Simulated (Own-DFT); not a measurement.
# Stretching a layer in its plane: wurtzite GaN, 72 atoms (Ga36N36)

Everything here is calculated. The program is Own-DFT (plane waves, in-house, since retired, never reviewed by a person); positions were held fixed, and spin and spin-orbit coupling were off.

Settings: PBE; PseudoDojo norm-conserving scalar-relativistic files; cutoff 42 hartree; 4 x 4 x 3 k mesh centred on Gamma; Fermi-Dirac smearing of 0.1 eV.

Caveats: forces not confirmed at this smearing and k mesh; stress not checked against mesh or cutoff.

Unstrained cell vectors in Å: (9.567, 0.000, 0.000); (-4.783, 8.285, 0.000); (0.000, 0.000, 10.370). The unstrained cell has measured lattice constants (interpolated for alloys), not those of this functional. That, the random moves and any unrelaxed bonds set the pressure at no strain. Each run strains x and y alike by e, as a substrate would, and holds the height along z. Each coordinate of each atom was shifted by a normal deviate of width 0.05 Å. Stress is positive in tension.

| e (%) | u (Å) | (s_xx + s_yy)/2 (GPa) | s_zz (GPa) |
|---|---|---|---|
| -2.50 | 0.049 | -21.82 | -12.20 |
| -2.25 | 0.056 | -23.17 | -10.88 |
| -1.00 | 0.056 | ? | ? |
| -0.75 | 0.054 | -11.45 | -10.39 |
| 0.50 | 0.052 | -5.03 | -6.43 |
| 0.75 | 0.047 | -2.66 | -7.47 |
| 1.50 | 0.053 | -0.70 | -5.64 |
| 1.75 | 0.045 | 1.67 | -5.39 |
| 2.50 | 0.049 | 4.20 | -3.81 |
| 2.75 | 0.053 | 4.90 | -3.77 |

## What the rows give

With e as a fraction, the in-plane stress is -7.3 + 548 e - 3567 e² GPa (errors 19 and 1320, scatter 1.05), and s_zz is -8.1 + 159 e GPa (slope ± 12, scatter 0.66). At e = 0 the first slope is C11 + C12 and the second 2 C13, both with the ions held to the strained lattice and at the cell's own pressure. A free layer would change its height as e changes, and the in-plane slope would drop by 2 C13²/C33 to the biaxial modulus. At fixed height, a misfit of 1 % moves the in-plane stress by about 5.5 GPa and s_zz by 1.6 GPa.

## Test on the hidden row

Asked: what are the two stresses at e = -1.00 %?

The fit gives -13.2 and -9.7 GPa. The hidden result is -13.26 and -11.38 GPa.
